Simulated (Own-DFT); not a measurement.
# Strain and stress in 2H SiC, 32 atoms (C16Si16)

These are calculations, not measurements. The program, named Own-DFT, is a retired in-house plane-wave density functional code that no person has reviewed. Each row is one single-point run on a periodic cell that was not relaxed, without spin or spin-orbit coupling.

Settings of every run: PBE; PseudoDojo norm-conserving scalar-relativistic files; cutoff 42 hartree; 5 x 5 x 3 k mesh centred on Gamma; Fermi-Dirac smearing of 0.1 eV.

Known limits: forces on such cells passed a denser k mesh, each cell not checked; stress not checked against mesh or cutoff.

Unstrained cell vectors in Å: (6.165, 0.000, 0.000); (-3.083, 5.339, 0.000); (0.000, 0.000, 10.068). The unstrained cell has measured lattice constants (interpolated for alloys), not those of this functional. That, the random moves and any unrelaxed bonds set the pressure at no strain. Each run strains this cell uniformly, with the atoms carried along. Every atom was also moved at random, by a Gaussian of width 0.05 Å on each axis. Strain is the symmetric tensor, in per cent. Stress is positive in tension, and the pressure is minus a third of its trace.

| run | e_xx (%) | e_yy (%) | e_zz (%) | e_yz (%) | e_xz (%) | e_xy (%) | s_xx (GPa) | s_yy (GPa) | s_zz (GPa) | s_yz (GPa) | s_xz (GPa) | s_xy (GPa) | P (GPa) | E (meV/atom) |
|---|---|---|---|---|---|---|---|---|---|---|---|---|---|---|
| 1 | -0.44 | -0.47 | 0.78 | 0.39 | -1.52 | -1.25 | -4.13 | -9.60 | -3.80 | 2.16 | -4.29 | -5.91 | 5.84 | 35.5 |
| 2 | 1.97 | 0.84 | -0.89 | -1.07 | -0.32 | 1.09 | 7.20 | 1.48 | -12.35 | -3.04 | -0.75 | 5.21 | 1.22 | 10.4 |
| 3 | 0.25 | 1.58 | -1.34 | -0.30 | -0.22 | 0.90 | -2.29 | 2.07 | -14.87 | -0.42 | -0.61 | 5.36 | 5.03 | 47.9 |
| 4 | -1.99 | 1.12 | -1.97 | 0.82 | -1.63 | 1.91 | -16.11 | -0.29 | -23.45 | 3.81 | -6.31 | 7.64 | 13.29 | 75.4 |
| 5 | 1.66 | 1.01 | 0.12 | 1.58 | -0.23 | -1.24 | 5.66 | 3.34 | -6.41 | 3.90 | -0.18 | -5.23 | -0.86 | 20.0 |
| 6 | -0.38 | 1.63 | 0.62 | -0.92 | 0.00 | -1.95 | -5.75 | 3.27 | -2.33 | -1.83 | 1.60 | -9.17 | 1.60 | 20.2 |
| 7 | -0.18 | 0.31 | 1.67 | 1.98 | 0.88 | -1.11 | -4.54 | -0.55 | 2.68 | 6.75 | 2.12 | -4.92 | 0.81 | 6.8 |
| 8 | -0.15 | -1.48 | 1.38 | -1.41 | -0.43 | -0.74 | -8.48 | -12.57 | 1.51 | -6.14 | -0.26 | -5.13 | 6.51 | 27.2 |
| 9 | 1.83 | -1.61 | 0.54 | -0.05 | 1.57 | 0.75 | 2.95 | -9.29 | -3.41 | -0.09 | 5.77 | 4.22 | 3.25 | 10.3 |
| 10 | -0.48 | 0.56 | -1.17 | 1.48 | 0.88 | -1.05 | -6.62 | -1.58 | -16.74 | 4.87 | 3.35 | -2.10 | 8.31 | 42.6 |
| 11 | -1.90 | -1.36 | -1.42 | 1.12 | 0.13 | -1.82 | -20.51 | -14.56 | -16.91 | 3.83 | 1.16 | -9.27 | 17.33 | 62.9 |
| 12 | -1.95 | 0.08 | -0.93 | -0.83 | -1.41 | -0.17 | -15.94 | -4.89 | -18.42 | -1.25 | -5.22 | -0.05 | 13.08 | 62.7 |
| 13 | 1.29 | -0.37 | -1.79 | -1.03 | 1.53 | -0.11 | 1.40 | -3.35 | -17.80 | -4.20 | 5.11 | 1.42 | 6.58 | 0.0 |
| 14 | 0.07 | -1.90 | 0.63 | -1.30 | -0.04 | -0.52 | -7.65 | -13.02 | -7.44 | -4.41 | -1.54 | -3.20 | 9.37 | 72.3 |
| 15 | -2.00 | 0.06 | -0.25 | 1.75 | 1.64 | 1.81 | -14.55 | -6.47 | -10.14 | 5.95 | 5.39 | 7.58 | 10.38 | 34.5 |
| 16 | 1.86 | -1.75 | 0.45 | 1.24 | -0.20 | -1.36 | 5.25 | -16.02 | -5.89 | 5.25 | -0.46 | -4.83 | 5.55 | 70.8 |
| 17 | 0.28 | 1.30 | 0.75 | -1.05 | 0.04 | 0.68 | -0.02 | 4.39 | -3.98 | -2.81 | -0.10 | 2.75 | -0.13 | 3.6 |
| 18 | -1.72 | 1.85 | 0.17 | -0.38 | 0.92 | -0.89 | ? | ? | ? | ? | ? | ? | ? | ? |

E is the free energy for each atom above the lowest run shown.

## Worked fit

Each stress component was fitted by least squares to a constant and the strains of the runs shown, as fractions, with shears doubled. Shear strains stay in the fit of a normal stress only where such slopes are resolved. The slopes, in GPa:

```
stress,at no strain,per e_xx,per e_yy,per e_zz,scatter
s_xx,-4.7,574 ± 28,151 ± 32,68 ± 35,1.50
s_yy,-4.4,94 ± 35,548 ± 40,21 ± 44,1.89
s_zz,-8.3,74 ± 31,38 ± 35,642 ± 39,1.66
```

Each shear stress against twice its own strain: yz 167 ± 10, xz 171 ± 11, xy 215 ± 11 GPa. These are stiffnesses along x, y and z of the frame in which the cell vectors are given, which need not be the crystal's axes. The atoms are held to the strained lattice; where symmetry lets them move under strain, relaxing them would lower some slopes. The table should be nearly symmetric about its diagonal, and what it lacks of that shows the noise. A ninth of its sum, 245 ± 7 GPa, estimates the bulk modulus near the mean pressure of these runs, 6.3 GPa, so it lies above the value at zero pressure.

## Withheld run

Question: what normal stresses and pressure should run 18 give?

The fit gives s_xx = -11.6, s_yy = 4.2, s_zz = -7.8 and P = 5.1 GPa. The calculation gave -12.02, 4.24, -5.20 and P = 4.33 GPa.
